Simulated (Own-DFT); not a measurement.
# Which defects push the lattice out? 2H SiC

No measurement is shown. These are fixed-geometry runs of a retired plane-wave code named Own-DFT, which no person has reviewed; spin and spin-orbit coupling are neglected.

Settings: PBE; PseudoDojo norm-conserving scalar-relativistic files; cutoff 42 hartree; 4 x 4 x 3 k mesh centred on Gamma; Fermi-Dirac smearing of 0.1 eV.

Keep in mind (not all hold for every row): not probed for a lower state with spin; forces on such cells moved up to 12 meV/angstrom on a denser k mesh; forces on such cells passed a denser k mesh, each cell not checked; stress not checked against mesh or cutoff.

All runs share one cell, with vectors in Å (9.248, 0.000, 0.000); (-4.624, 8.009, 0.000); (0.000, 0.000, 10.068) and a volume of 745.7 Å³. Atoms were moved at random from their sites; u is the rms move along one axis. The defect's site can differ from row to row.

| cell | formula | u (Å) | P (GPa) |
|---|---|---|---|
| no defect | C36Si36 | 0.0312 | 4.04 |
| no defect | C36Si36 | 0.0554 | 5.97 |
| no defect | C36Si36 | 0.0567 | 5.82 |
| one C vacancy | C35Si36 | 0.0296 | 3.58 |
| one C vacancy | C35Si36 | 0.0309 | 3.61 |
| one C vacancy | C35Si36 | 0.0317 | 3.57 |
| one Al on a Si site and one N on a C site | AlC35NSi35 | 0.0276 | 4.01 |
| one Al on a Si site and one N on a C site | AlC35NSi35 | 0.0329 | 4.14 |
| one Al on a Si site and one N on a C site | AlC35NSi35 | 0.0526 | ? |
| one Al on a Si site and one N on a C site | AlC35NSi35 | 0.0527 | 5.19 |
| one Si on a C site | C35Si37 | 0.0290 | 10.57 |
| one Si on a C site | C35Si37 | 0.0491 | 11.89 |
| one Si on a C site | C35Si37 | 0.0516 | 11.91 |
| one C on a Si site | C37Si35 | 0.0293 | 2.02 |
| one C on a Si site | C37Si35 | 0.0293 | 1.77 |
| one C on a Si site | C37Si35 | 0.0501 | 3.26 |

## Working it out

P = P0 + c u² + a shift for each defect gives P0 = 3.43 GPa, c = 763 ± 48 GPa/Å² and a scatter of 0.14 GPa. The shifts, and each times the cell's volume:

- one Si on a C site: 6.52 ± 0.12 GPa, 30.3 eV
- one Al on a Si site and one N on a C site: -0.16 ± 0.13 GPa, -0.8 eV (not resolved)
- one C vacancy: -0.57 ± 0.14 GPa, -2.6 eV
- one C on a Si site: -2.16 ± 0.13 GPa, -10.0 eV

Against the defect-free cell, a freed cell would be larger where the shift is positive and smaller where it is negative (160.2 GPa Å³ is 1 eV). The atoms around the defects weren't relaxed, which would change these numbers.

## The run left out

The question: what pressure belongs in the blank (one Al on a Si site and one N on a C site, u = 0.0526 Å)?

The fitted form gives 5.38 ± 0.18 GPa. DFT gave 5.78 GPa.
